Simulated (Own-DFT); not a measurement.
# How strain changes the stress of wurtzite GaN, 96 atoms (Ga48N48)

Calculated results; nothing here was measured. They come from Own-DFT, an in-house plane-wave density functional program, since retired, whose code no person has reviewed. Each row is one single-point run on a periodic cell that was not relaxed, without spin or spin-orbit coupling.

Settings of every run: PBE; PseudoDojo norm-conserving scalar-relativistic files (stringent for Ga); cutoff 96 hartree; 3 x 4 x 3 k mesh centred on Gamma; Gaussian smearing of 0.01 eV.

Known limits: forces on such cells passed a denser k mesh, each cell not checked; stress not checked against mesh or cutoff.

Unstrained cell vectors in Å: (12.756, 0.000, 0.000); (-4.784, 8.285, 0.000); (0.000, 0.000, 10.370). The unstrained cell has measured lattice constants (interpolated for alloys), not those of this functional. That, the random moves and any unrelaxed bonds set the pressure at no strain. Each run strains this cell uniformly, with the atoms carried along. Every atom was also moved at random, by a Gaussian of width 0.05 Å on each axis. Strain is the symmetric tensor, in per cent. Stress is positive in tension, and the pressure is minus a third of its trace.

| run | e_xx (%) | e_yy (%) | e_zz (%) | e_yz (%) | e_xz (%) | e_xy (%) | s_xx (GPa) | s_yy (GPa) | s_zz (GPa) | s_yz (GPa) | s_xz (GPa) | s_xy (GPa) | P (GPa) | E (meV/atom) |
|---|---|---|---|---|---|---|---|---|---|---|---|---|---|---|
| 1 | 1.97 | -1.40 | 1.64 | 1.37 | -1.43 | 0.12 | 0.34 | -9.55 | -0.60 | 1.61 | -3.19 | 0.22 | 3.27 | 17.6 |
| 2 | -0.33 | -0.18 | -1.98 | 1.29 | 1.23 | -0.34 | -9.87 | -8.58 | -18.88 | 3.52 | 2.34 | 0.24 | 12.44 | 26.0 |
| 3 | 1.51 | -1.57 | 1.26 | 0.59 | 0.40 | -1.89 | -3.07 | -12.55 | -0.27 | 1.34 | 0.58 | -6.19 | 5.29 | 15.7 |
| 4 | 0.13 | 0.19 | 0.57 | -1.36 | -1.46 | -1.01 | -5.76 | -5.92 | -4.95 | -2.97 | -2.93 | -4.08 | 5.54 | 11.0 |
| 5 | -0.46 | 1.52 | 0.54 | 1.83 | -1.82 | 1.29 | -7.19 | -1.71 | -4.09 | 3.90 | -4.34 | 3.79 | 4.33 | 14.9 |
| 6 | 0.47 | 1.10 | -0.09 | -0.75 | -1.15 | 1.94 | -4.18 | -1.82 | -5.94 | -1.23 | -2.00 | 4.73 | 3.98 | 0.0 |
| 7 | -0.07 | 0.63 | -1.73 | -1.46 | -0.34 | 1.94 | -8.33 | -6.56 | -14.31 | -3.01 | -1.53 | 6.05 | 9.73 | 24.0 |
| 8 | 1.20 | -0.61 | 1.60 | 0.20 | 1.17 | 1.59 | -1.72 | -6.88 | 0.07 | 0.15 | 2.17 | 4.08 | 2.84 | 2.9 |
| 9 | -0.46 | 0.79 | 1.32 | -0.94 | 1.58 | 1.89 | -8.58 | -3.16 | -1.45 | -1.77 | 2.74 | 6.59 | 4.39 | 22.3 |
| 10 | 1.76 | 0.80 | -0.91 | -0.38 | -0.55 | 1.64 | -0.10 | -3.07 | -8.91 | -0.57 | -1.06 | 4.04 | 4.02 | 9.5 |
| 11 | -0.88 | 1.91 | -0.92 | -0.59 | -1.25 | 1.09 | -9.37 | -1.10 | -11.92 | -0.99 | -2.56 | 3.53 | 7.47 | 24.3 |
| 12 | -0.77 | 0.46 | -1.59 | -0.19 | 0.69 | 0.55 | -11.99 | -7.13 | -14.86 | -0.37 | 1.97 | 1.18 | 11.33 | 27.8 |
| 13 | 1.94 | 0.24 | -1.76 | -0.09 | 0.17 | -0.94 | -0.47 | -4.65 | -13.42 | -1.24 | 0.05 | -2.53 | 6.18 | 7.8 |
| 14 | 0.45 | -1.73 | -0.36 | -0.43 | -0.41 | 0.44 | -7.85 | -14.33 | -9.81 | -0.67 | -1.32 | 0.80 | 10.66 | 29.7 |
| 15 | -0.91 | -1.81 | -0.41 | 0.84 | 1.65 | 0.97 | -12.99 | -17.54 | -11.90 | 1.65 | 3.47 | 4.14 | 14.14 | 43.0 |
| 16 | -0.85 | -0.79 | -1.35 | -1.21 | -1.11 | 0.42 | ? | ? | ? | ? | ? | ? | ? | ? |

E is the free energy for each atom above the lowest run shown.

## Worked fit

Each stress component was fitted by least squares to a constant and the strains of the runs shown, as fractions, with shears doubled. Shear strains stay in the fit of a normal stress only where such slopes are resolved. The slopes, in GPa:

```
stress,at no strain,per e_xx,per e_yy,per e_zz,scatter
s_xx,-7.5,408 ± 15,107 ± 14,63 ± 12,0.56
s_yy,-7.4,128 ± 21,433 ± 18,61 ± 17,0.76
s_zz,-7.7,110 ± 25,85 ± 22,458 ± 20,0.90
```

Each shear stress against twice its own strain: yz 103 ± 8, xz 103 ± 6, xy 150 ± 9 GPa. These are stiffnesses along x, y and z of the frame in which the cell vectors are given, which need not be the crystal's axes. The atoms are held to the strained lattice; where symmetry lets them move under strain, relaxing them would lower some slopes. The table should be nearly symmetric about its diagonal, and what it lacks of that shows the noise. A ninth of its sum, 206 ± 4 GPa, estimates the bulk modulus near the mean pressure of these runs, 7.0 GPa, so it lies above the value at zero pressure.

## Withheld run

Question: what normal stresses and pressure should run 16 give?

The fit gives s_xx = -12.7, s_yy = -12.8, s_zz = -15.4 and P = 13.6 GPa. The calculation gave -13.30, -11.92, -16.00 and P = 13.74 GPa.
